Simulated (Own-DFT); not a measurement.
# Which defects push the lattice out? C11b WSi2

Everything here is calculated. The program is Own-DFT (plane waves, in-house, since retired, never reviewed by a person); positions were held fixed, and spin and spin-orbit coupling were off.

Settings: PBEsol; PseudoDojo norm-conserving scalar-relativistic files, made for PBE; cutoff 50 hartree; 5 x 5 x 5 k mesh centred on Gamma; cold (Marzari-Vanderbilt) smearing of 0.2 eV.

Limits: forces on such cells failed a check on a denser k mesh; stress not checked against mesh or cutoff.

All runs share one cell, with vectors in Å (-2.148, -5.953, 3.409); (-6.444, 2.976, 1.136); (-2.553, -2.948, -6.757) and a volume of 403.2 Å³. The atoms are randomly displaced, by u rms on each axis. The defect's site can differ from row to row.

```
              cell  formula   u (Å)  P (GPa)
         no defect  Si20W10  0.0190     0.38
         no defect  Si20W10  0.0460     1.63
         no defect  Si20W10  0.0536     2.58
    one Si vacancy  Si19W10  0.0311    -0.75
    one Si vacancy  Si19W10  0.0439     0.52
    one Si vacancy  Si19W10  0.0532     0.90
one Si on a W site   Si21W9  0.0297     1.88
one Si on a W site   Si21W9  0.0302     2.73
one Si on a W site   Si21W9  0.0452        ?
one Si on a W site   Si21W9  0.0514     3.91
one W on a Si site  Si19W11  0.0315     5.45
one W on a Si site  Si19W11  0.0321     5.72
one W on a Si site  Si19W11  0.0524     7.15
     one W vacancy   Si20W9  0.0310    -0.48
     one W vacancy   Si20W9  0.0487     0.97
     one W vacancy   Si20W9  0.0530     0.44
```

## What the rows give

P = P0 + c u² + a shift for each defect gives P0 = 0.03 GPa, c = 841 ± 100 GPa/Å² and a scatter of 0.33 GPa. The shifts, and each times the cell's volume:

- one W on a Si site: 4.74 ± 0.27 GPa, 11.9 eV
- one Si on a W site: 1.57 ± 0.27 GPa, 3.9 eV
- one Si vacancy: -1.41 ± 0.27 GPa, -3.6 eV
- one W vacancy: -1.44 ± 0.27 GPa, -3.6 eV

Positive is outwards. The product with the volume (160.2 GPa Å³ to the eV) is nearly free of the cell's size; divided by the bulk modulus at the cell's pressure it gives the volume that the defect adds. The atoms around the defects weren't relaxed, which would change these numbers.

## Check

The question: what pressure belongs in the blank (one Si on a W site, u = 0.0452 Å)?

Estimate: 3.31 ± 0.39 GPa. Computed: 3.44 GPa.
